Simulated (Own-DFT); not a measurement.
# A change of arrangement and its cost: C36Si36, 72 atoms

Calculated results; nothing here was measured. The program, named Own-DFT, is a retired in-house plane-wave density functional code that no person has reviewed. Each row is one single-point run on a periodic cell that was not relaxed, without spin or spin-orbit coupling.

Settings of every run: PBE; PseudoDojo norm-conserving scalar-relativistic files; cutoff 42 hartree; 4 x 4 x 3 k mesh centred on Gamma; Fermi-Dirac smearing of 0.1 eV.

Known limits, some of them of some rows only: some atoms lie very close together; not probed for a lower state with spin; forces on such cells passed a denser k mesh, each cell not checked; stress not checked against mesh or cutoff.

All cells hold the same atoms in the same cell, with vectors in Å (9.248, 0.000, 0.000); (-4.624, 8.009, 0.000); (0.000, 0.000, 10.068). Every atom was moved at random from its ideal site; u is the rms move along one axis. The defect's site can differ from row to row. E is the free energy of the cell above the lowest run. The arrangements:

- A: 2H SiC
- B: 4H SiC
- C: 4H SiC, with one C on a Si site and one Si on a C site, 1.9 Å apart

```
arrangement   u (Å)  E (eV)  P (GPa)
          A  0.0281   0.072     3.90
          A  0.0297   0.179     3.85
          A  0.0341   0.983     4.03
          A  0.0599   7.844     6.47
          A  0.0604   6.465     5.63
          A  0.0612   7.082     5.90
          B  0.0317   0.000     3.78
          B  0.0323   0.286     3.80
          B  0.0327   0.296     3.85
          B  0.0559   5.719     5.44
          B  0.0567   6.525     6.04
          B  0.0617   8.013     6.55
          C  0.0278  11.735     7.62
          C  0.0300  11.306     7.49
          C  0.0311  10.266     7.14
          C  0.0462  13.934     8.31
          C  0.0496  16.149     8.93
          C  0.0508  15.718     9.23
```

Question: once the cost of the random moves is taken out, how do the arrangements rank?

## Worked answer

Fit E = a + b u², with one b for all and one a for each arrangement, and with residuals divided by u², since the noise grows with the moves. Then b = 2567 eV/Å², the scatter at u = 0.04 Å is 0.73 eV, and against A:

- B: -0.40 ± 0.35 eV (not told apart from A)
- C: 11.02 ± 0.32 eV (higher)

These are energies of unrelaxed cells. Relaxing the atoms lowers the strained arrangements most, so the gaps would shrink and small ones could change sign.
